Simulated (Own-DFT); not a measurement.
# What random displacements cost in 3C SiC, 64 atoms (C32Si32)

Calculated results; nothing here was measured. The program, named Own-DFT, is a retired in-house plane-wave density functional code that no person has reviewed. Each row is one single-point run on a periodic cell that was not relaxed, without spin or spin-orbit coupling.

Settings of every run: PBE; PseudoDojo norm-conserving scalar-relativistic files; cutoff 42 hartree; 4 x 4 x 4 k mesh centred on Gamma; Fermi-Dirac smearing of 0.1 eV.

Known limits, some of them of some rows only: some atoms lie very close together; forces on such cells passed a denser k mesh, each cell not checked; stress not checked against mesh or cutoff.

Cell vectors in Å: (8.719, 0.000, 0.000); (0.000, 8.719, 0.000); (0.000, 0.000, 8.719). In each run every atom was moved at random and independently from its ideal site; u is the rms move along one axis. E is the free energy for each atom above the fitted value at u = 0, and F the rms of the force components.

```
run,u (Å),E (meV/atom),F (eV/Å),largest force (eV/Å),P (GPa)
1,0.0286,35.1,0.805,3.45,3.66
2,0.0290,39.0,0.879,2.55,3.81
3,0.0303,39.6,0.860,2.99,3.79
4,0.0569,?,?,?,?
5,0.0623,157.6,1.889,6.64,6.75
6,0.0906,342.6,3.205,15.81,11.43
7,0.1036,514.5,5.130,34.55,15.52
8,0.1135,511.7,4.076,20.93,14.93
9,0.1372,769.3,4.968,20.47,21.29
```

## Worked fit

For small independent moves the energy grows as E = (3/2) K u², with K the mean stiffness felt by one atom. The runs with u up to 0.11 Å give K = 29.2 ± 1.3 eV/Å², with residuals divided by u² + 0.0006 Å², since the noise grows with the moves. The scatter is 8.5 meV/atom at u = 0.05 Å. The forces follow F = G u with G = 34.5 eV/Å²; no force at u = 0 is resolved. G exceeds K because the moves of its neighbours add to the force on an atom, and stiffness differs between atoms. The pressure follows P = 2.64 + 1148 u² GPa: at fixed volume, shortened bonds push harder than stretched ones pull.

## Withheld run

Question: what energy and rms force should run 4 give?

The fit gives 141 ± 12 meV/atom and about 1.96 eV/Å. The calculation gave 128.5 meV/atom and 1.754 eV/Å.
